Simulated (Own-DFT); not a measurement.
# Larger atoms on a fixed lattice: Ge in Si

No measurement is shown. These are fixed-geometry runs of a retired plane-wave code named Own-DFT, which no person has reviewed; spin and spin-orbit coupling are neglected.

Settings: PBE; PseudoDojo norm-conserving scalar-relativistic files; cutoff 42 hartree; 3 x 3 x 2 k mesh centred on Gamma; Fermi-Dirac smearing of 0.1 eV.

Caveats: forces on such cells moved up to 12 meV/angstrom on a denser k mesh; stress not checked against mesh or cutoff.

One cell of 96 atoms is used throughout, with vectors in Å (10.862, 0.000, 0.000); (0.000, 10.862, 0.000); (0.000, 0.000, 16.293). Some planes normal to z hold Ge in place of Si, either as pure planes or mixed at random through a layer; x is the share of Ge among all Ge and Si sites. u is the rms random offset of the atoms per axis. Stress is positive in tension.

| x | layer | u (Å) | (s_xx + s_yy)/2 (GPa) | s_zz (GPa) |
|---|---|---|---|---|
| 0.125 | mixed layer | 0.0298 | -3.79 | -3.84 |
| 0.125 | mixed layer | 0.0322 | -3.82 | -3.78 |
| 0.167 | pure planes | 0.0302 | ? | ? |
| 0.188 | mixed layer | 0.0666 | -5.49 | -5.40 |
| 0.188 | mixed layer | 0.0633 | -5.47 | -5.56 |
| 0.250 | mixed layer | 0.0319 | -5.46 | -5.46 |
| 0.250 | mixed layer | 0.0293 | -5.46 | -5.47 |
| 0.500 | pure planes | 0.0597 | -9.88 | -10.02 |
| 0.500 | pure planes | 0.0291 | -9.13 | -9.12 |

## Analysis

In the plane: -1.68 - 14.4 x - 262 u² GPa (slope in x ± 0.2, scatter 0.07). Along z: -1.64 - 14.6 x - 269 u² GPa (± 0.3, scatter 0.13). The two slopes nearly agree: every atom sits on the host's lattice on all three axes, so the larger Ge atoms are squeezed alike in all directions, and the layering hardly shows. The constants are the stress of this functional at the host's measured lattice. A real film keeps the in-plane spacing but grows in height until s_zz vanishes, which relieves part of the in-plane stress too.

## The run left out

Q: what are the two stresses at x = 0.167?

Estimate: -4.3 and -4.3 GPa. DFT gave -4.39 and -4.39 GPa.
